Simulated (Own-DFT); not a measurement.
# Strain and stress in wurtzite GaN, 72 atoms (Ga36N36)

Calculated results; nothing here was measured. The program, named Own-DFT, is a retired in-house plane-wave density functional code that no person has reviewed. Each row is one single-point run on a periodic cell that was not relaxed, without spin or spin-orbit coupling.

Settings of every run: PBE; PseudoDojo norm-conserving scalar-relativistic files (stringent for Ga); cutoff 96 hartree; 4 x 4 x 3 k mesh centred on Gamma; Gaussian smearing of 0.01 eV.

Known limits: forces not confirmed at this smearing and k mesh; stress not checked against mesh or cutoff.

Unstrained cell vectors in Å: (9.567, 0.000, 0.000); (-4.784, 8.285, 0.000); (0.000, 0.000, 10.370). The unstrained cell has measured lattice constants (interpolated for alloys), not those of this functional. That, the random moves and any unrelaxed bonds set the pressure at no strain. Each run strains this cell uniformly, with the atoms carried along. Every atom was also moved at random, by a Gaussian of width 0.05 Å on each axis. Strain is the symmetric tensor, in per cent. Stress is positive in tension, and the pressure is minus a third of its trace.

| run | e_xx (%) | e_yy (%) | e_zz (%) | s_xx (GPa) | s_yy (GPa) | s_zz (GPa) | P (GPa) | E (meV/atom) |
|---|---|---|---|---|---|---|---|---|
| 1 | 0.00 | 0.00 | -1.75 | -9.30 | -6.87 | -15.12 | 10.43 | 23.9 |
| 2 | 0.00 | 0.00 | 2.00 | -5.25 | -5.24 | 1.99 | 2.83 | 0.0 |
| 3 | 0.00 | 0.00 | 2.50 | -4.56 | -7.01 | 3.61 | 2.65 | 15.0 |
| 4 | 0.00 | 0.00 | 0.50 | -6.22 | -5.90 | -4.93 | 5.68 | 3.3 |
| 5 | 0.00 | 0.00 | 3.00 | -3.40 | -5.04 | 3.95 | 1.50 | 15.4 |
| 6 | 0.00 | 0.00 | -1.00 | -8.51 | -5.99 | -12.26 | 8.92 | 18.4 |
| 7 | 0.00 | 0.00 | -1.50 | -5.97 | -8.15 | -17.18 | 10.43 | 32.5 |
| 8 | 0.00 | 0.00 | 1.00 | -6.66 | -8.10 | -1.58 | 5.44 | 23.3 |
| 9 | 0.00 | 0.00 | 1.25 | ? | ? | ? | ? | ? |

E is the free energy for each atom above the lowest run shown.

## Worked fit

The change of volume is close to e_xx + e_yy + e_zz. A straight line through the runs shown gives P = 7.13 - 193 x (fractional change of volume) GPa, with an error of 8 on the slope and a scatter of 0.37 GPa. The strain isn't the same on all axes and the cell isn't cubic, so the slope belongs to this path and is not the bulk modulus.

## Withheld run

Question: what pressure should run 9 give? Its volume changes by 1.25 %.

The line gives 4.7 GPa. The calculation gave 4.51 GPa.
